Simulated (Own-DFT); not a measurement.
# How strain changes the stress of wurtzite GaN, 72 atoms (Ga36N36)

No measurement is shown. These are fixed-geometry runs of a retired plane-wave code named Own-DFT, which no person has reviewed; spin and spin-orbit coupling are neglected.

Settings: PBE; PseudoDojo norm-conserving scalar-relativistic files (stringent for Ga); cutoff 96 hartree; 4 x 4 x 3 k mesh centred on Gamma; Gaussian smearing of 0.01 eV.

Known weak points: forces not confirmed at this smearing and k mesh; stress not checked against mesh or cutoff.

Unstrained cell vectors in Å: (9.567, 0.000, 0.000); (-4.783, 8.285, 0.000); (0.000, 0.000, 10.370). The unstrained cell has measured lattice constants (interpolated for alloys), not those of this functional. That, the random moves and any unrelaxed bonds set the pressure at no strain. A uniform strain is put on this cell, atoms riding along. Each coordinate of each atom was shifted by a normal deviate of width 0.05 Å. Strains are tensor components in per cent; tension counts as positive stress, and P is minus the mean normal stress.

```
run  e_xx (%)  e_yy (%)  e_zz (%)  e_yz (%)  e_xz (%)  e_xy (%)  s_xx (GPa)  s_yy (GPa)  s_zz (GPa)  s_yz (GPa)  s_xz (GPa)  s_xy (GPa)  P (GPa)  E (meV/atom)
  1      1.93      1.04      1.50      1.97     -1.11      1.05        1.65        1.09       -0.23        4.14       -2.49        2.39    -0.84          11.3
  2     -0.09     -0.54     -0.63     -0.32      1.69      1.85       -9.56       -9.30      -11.04       -0.48        3.89        4.94     9.97          35.9
  3      1.89     -1.88     -1.48     -0.27     -0.96      1.66       -3.12      -13.61      -13.68       -1.76       -1.15        4.89    10.13          32.6
  4     -1.95      0.37     -1.98      1.34     -1.31     -0.77      -19.35       -8.34      -18.55        2.53       -2.80       -2.90    15.41          62.3
  5      1.33      0.81     -0.67     -0.65      0.63      0.57       -2.06       -3.01       -8.08       -0.82        1.58        1.77     4.38          14.3
  6      1.51     -0.17     -0.64      0.51     -0.69     -0.59       -1.14       -7.14       -8.13        1.07       -1.58       -2.89     5.47           0.0
  7     -1.89     -1.69     -0.10     -0.91      1.89      0.29      -18.39      -16.66      -10.01       -2.42        4.33        0.73    15.02          46.2
  8     -0.85     -0.96      1.47      1.02     -0.17     -0.28      -11.01      -12.77       -0.97        3.19       -0.05       -1.85     8.25          27.1
  9      0.75     -0.13      1.99      1.82     -0.54     -1.47       -3.72       -4.27        1.49        3.75       -0.69       -4.06     2.17          14.3
 10      1.73     -1.40     -1.72      1.16     -0.28      0.43       -1.64      -13.79      -14.30        2.36       -0.82        1.32     9.91          24.9
 11      1.47     -1.01      1.59     -1.81      1.68      0.77       -0.13       -8.24       -1.50       -4.36        3.52        2.25     3.29          12.5
 12     -1.41      0.60     -1.03     -1.25      1.91     -1.51      -13.09       -6.39      -13.45       -2.57        4.05       -4.94    10.97          36.4
 13     -1.45      1.09     -1.08     -0.30      0.90      1.33      -12.34       -4.67      -14.52       -0.44        1.36        1.94    10.51          45.0
 14      1.76      1.28     -0.59     -1.70     -0.24     -1.80        0.43       -0.50       -7.11       -3.61       -0.59       -4.44     2.39          11.8
 15     -1.54      0.62     -0.25     -0.26     -0.08     -1.51           ?           ?           ?           ?           ?           ?        ?             ?
```

E is the free energy for each atom above the lowest run shown.

## Fit

Each stress component was fitted by least squares to a constant and the strains of the runs shown, as fractions, with shears doubled. Shear strains stay in the fit of a normal stress only where such slopes are resolved. The slopes, in GPa:

```
stress,at no strain,per e_xx,per e_yy,per e_zz,scatter
s_xx,-7.8,440 ± 21,91 ± 29,72 ± 24,1.14
s_yy,-7.0,105 ± 16,444 ± 23,78 ± 19,0.89
s_zz,-7.8,92 ± 20,37 ± 29,432 ± 24,1.11
```

The slope of each shear stress on twice its own strain, from a fit on all six strains: yz 117 ± 11, xz 100 ± 9, xy 132 ± 9 GPa. These are stiffnesses along x, y and z of the frame in which the cell vectors are given, with the crystal's c axis along z: C11, C12, C13 and C33. Hexagonal symmetry asks that xx and yy behave alike, which is a second check on the noise. These are clamped-ion slopes: internal relaxation, where symmetry allows it, would soften some. The table should be nearly symmetric about its diagonal, and what it lacks of that shows the noise. A ninth of the table's sum, 199 ± 4 GPa, estimates the bulk modulus near the mean pressure of these runs, 7.6 GPa, so it lies above the value at zero pressure.

## Test on the hidden row

Q: what normal stresses and pressure should run 15 give?

The fitted form gives s_xx = -14.2, s_yy = -6.1, s_zz = -10.0 and P = 10.1 GPa. The run itself gave -13.59, -7.29, -8.25 and P = 9.71 GPa.
